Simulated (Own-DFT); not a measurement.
# Point defects and the pressure they add: C40 NbSi2

Source: density functional calculations with Own-DFT, an unreviewed in-house program that is no longer used. Nothing was measured or relaxed, and spin and spin-orbit coupling are left out.

All runs used: PBE; PseudoDojo norm-conserving scalar-relativistic files; cutoff 42 hartree; 4 x 4 x 5 k mesh centred on Gamma; cold (Marzari-Vanderbilt) smearing of 0.2 eV.

Caveats: forces on such cells failed a check on a denser k mesh; stress not checked against mesh or cutoff.

All runs share one cell, with vectors in Å (0.000, 8.324, 0.000); (-9.613, 0.000, 0.000); (0.000, 0.000, 6.586) and a volume of 527.0 Å³. Atoms were moved at random from their sites; u is the rms move along one axis. The defect's site can differ from row to row.

| cell | formula | u (Å) | P (GPa) |
|---|---|---|---|
| no defect | Nb12Si24 | 0.0214 | 1.56 |
| no defect | Nb12Si24 | 0.0464 | 2.38 |
| no defect | Nb12Si24 | 0.0474 | 2.45 |
| two Nb on a Si site each | Nb14Si22 | 0.0309 | 7.34 |
| two Nb on a Si site each | Nb14Si22 | 0.0500 | 8.58 |
| two Nb on a Si site each | Nb14Si22 | 0.0527 | 8.51 |
| two Nb vacancies | Nb10Si24 | 0.0300 | -0.14 |
| two Nb vacancies | Nb10Si24 | 0.0313 | 0.18 |
| two Nb vacancies | Nb10Si24 | 0.0524 | 0.39 |
| two Si on a Nb site each | Nb10Si26 | 0.0304 | ? |
| two Si on a Nb site each | Nb10Si26 | 0.0314 | 1.58 |
| two Si on a Nb site each | Nb10Si26 | 0.0471 | 2.11 |
| two Si on a Nb site each | Nb10Si26 | 0.0524 | 3.01 |
| one Si vacancy | Nb12Si23 | 0.0282 | 0.93 |
| one Si vacancy | Nb12Si23 | 0.0330 | 1.08 |
| one Si vacancy | Nb12Si23 | 0.0483 | 1.77 |

## What the rows give

P = P0 + c u² + a shift for each defect gives P0 = 1.29 GPa, c = 521 ± 84 GPa/Å² and a scatter of 0.25 GPa. The shifts, and each times the cell's volume:

- two Nb on a Si site each: 5.77 ± 0.21 GPa, 19.0 eV (9.5 eV for each of its 2 sites)
- two Si on a Nb site each: -0.09 ± 0.21 GPa, -0.3 eV (-0.1 eV for each of its 2 sites) (not resolved)
- one Si vacancy: -0.76 ± 0.21 GPa, -2.5 eV
- two Nb vacancies: -1.95 ± 0.21 GPa, -6.4 eV (-3.2 eV for each of its 2 sites)

A positive shift means that the defect pushes the cell outwards. Shift times volume (160.2 GPa Å³ is 1 eV) depends little on the cell's size, so, taken for each site, it can be compared between cells at like pressure. The atoms around the defects weren't relaxed, which would change these numbers.

## Withheld run

Asked: what pressure belongs in the blank (two Si on a Nb site each, u = 0.0304 Å)?

From the fit: 1.68 ± 0.31 GPa. DFT gave 1.57 GPa.
